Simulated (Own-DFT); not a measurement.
# Point defects and the pressure they add: zincblende GaAs

Source: density functional calculations with Own-DFT, an unreviewed in-house program that is no longer used. Nothing was measured or relaxed, and spin and spin-orbit coupling are left out.

All runs used: PBE; PseudoDojo norm-conserving scalar-relativistic files; cutoff 42 hartree; 3 x 3 x 3 k mesh centred on Gamma; Fermi-Dirac smearing of 0.1 eV.

Keep in mind (not all hold for every row): not probed for a lower state with spin; forces not confirmed at this smearing and k mesh; stress not checked against mesh or cutoff.

All runs share one cell, with vectors in Å (11.737, 0.000, 0.000); (0.000, 11.737, 0.000); (0.000, 0.000, 10.919) and a volume of 1504.3 Å³, strained against the parent crystal. The atoms are randomly displaced, by u rms on each axis. The defect's site can differ from row to row.

| cell | formula | u (Å) | P (GPa) |
|---|---|---|---|
| no defect | As32Ga32 | 0.0311 | 0.77 |
| no defect | As32Ga32 | 0.0316 | 0.83 |
| no defect | As32Ga32 | 0.0553 | 1.07 |
| one P on an As site | As31Ga32P | 0.0304 | 0.53 |
| one P on an As site | As31Ga32P | 0.0466 | 0.75 |
| one P on an As site | As31Ga32P | 0.0471 | 0.75 |
| one In on a Ga site | As32Ga31In | 0.0290 | 1.32 |
| one In on a Ga site | As32Ga31In | 0.0318 | 1.34 |
| one In on a Ga site | As32Ga31In | 0.0501 | ? |
| one In on a Ga site | As32Ga31In | 0.0529 | 1.78 |
| one Al on a Ga site | AlAs32Ga31 | 0.0279 | 0.67 |
| one Al on a Ga site | AlAs32Ga31 | 0.0300 | 0.72 |
| one Al on a Ga site | AlAs32Ga31 | 0.0509 | 1.06 |
| one As vacancy and one Ga vacancy | As31Ga31 | 0.0306 | 0.44 |
| one As vacancy and one Ga vacancy | As31Ga31 | 0.0325 | 0.51 |
| one As vacancy and one Ga vacancy | As31Ga31 | 0.0528 | 0.82 |

## Worked fit

P = P0 + c u² + a shift for each defect gives P0 = 0.58 GPa, c = 187 ± 14 GPa/Å² and a scatter of 0.05 GPa. The shifts, and each times the cell's volume:

- one In on a Ga site: 0.61 ± 0.04 GPa, 5.8 eV
- one Al on a Ga site: -0.03 ± 0.04 GPa, -0.2 eV (not resolved)
- one P on an As site: -0.23 ± 0.04 GPa, -2.2 eV
- one As vacancy and one Ga vacancy: -0.29 ± 0.04 GPa, -2.7 eV

A positive shift means that the defect pushes the cell outwards. Shift times volume (160.2 GPa Å³ is 1 eV) depends little on the cell's size, so, taken for each site, it can be compared between cells at like pressure. The atoms around the defects weren't relaxed, which would change these numbers.

## Test on the hidden row

Question: what pressure belongs in the blank (one In on a Ga site, u = 0.0501 Å)?

Estimate: 1.66 ± 0.06 GPa. The calculation gave 1.62 GPa.
